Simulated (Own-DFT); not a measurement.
# Reading a pressure off an energy slope: monoclinic HfO2, 94 atoms (Hf32O62), with two O vacancies

Calculated, not measured. Each geometry was run twice at fixed positions with Own-DFT, a retired in-house plane-wave program that no person has reviewed: with PBE, and with HSE06 (exact exchange share 0.25 at short range, screening 0.11 per bohr, Gygi-Baldereschi treatment of its divergence). Both used PseudoDojo norm-conserving files made for PBE, a cutoff of 48 hartree, the Gamma point alone, fixed occupations, a neutral cell and no spin. With Gamma alone and a thickness of 10.1 Å, finite-size errors remain in every number. The hafnium file keeps the 4f electrons in the core, and its forces lie about 75 meV/Å off all-electron values. The oxygen file's force components were 24 meV/Å off all-electron values in a glass.

Unstrained cell vectors in Å: (10.234, 0.000, 0.000); (0.000, 10.350, 0.000); (-1.695, 0.000, 10.445), volume V0 = 1106.4 Å³, from measured lattice constants. Each geometry has its own random strain of a few per cent, its own defect sites and random moves of rms u per axis. HSE06 gave the energy alone. D is its energy less that of PBE, over the lowest D shown. The PBE stress wasn't checked against mesh or cutoff.

```
run  V - V0 (Å³)   u (Å)  P with PBE (GPa)  D (eV)
  1         48.9  0.0292             -6.09   2.127
  2        -14.4  0.0473              8.48   0.637
  3          1.3  0.0313              4.26   0.947
  4        -17.1  0.0321              8.43   0.417
  5         10.2  0.0309              2.03   1.110
  6         -7.3  0.0531              6.81   0.864
  7        -32.4  0.0304             11.36   0.000
  8        -22.3  0.0274              9.50   0.292
  9        -16.7  0.0309              8.14   0.553
 10         33.8  0.0280             -3.12   1.652
 11        -25.3  0.0498             12.04       ?
```

## Worked fit

D = 0.78 + 0.0252 (V - V0) + 96 u² eV, with an error of 0.0007 on the volume slope, 26 on the last term and a scatter of 0.05 eV. Pressure is -dE/dV, and 1 eV/Å³ is 160.2 GPa, so HSE06 changes the pressure by -4.0 ± 0.1 GPa. With the ions held to the strained lattice, the PBE pressure falls by 243 ± 3 GPa per unit of volume strain; the shape of the strain isn't fitted, so the true error is larger, and a relaxed crystal would be softer. On that slope HSE06's volume at a given pressure is about 1.7 % smaller, or 0.6 % in lengths. At u = 0 and V0 the PBE pressure is 4.1 GPa, which puts the zero-pressure volume, against the measured cell and with the defects in, at +1.7 % for PBE and +0.0 % for HSE06, each good to a few tenths of a per cent.

## Check

Asked: what D should run 11 give?

Estimate: 0.38 eV, with rows scattering by 0.05. DFT gave 0.378 eV.
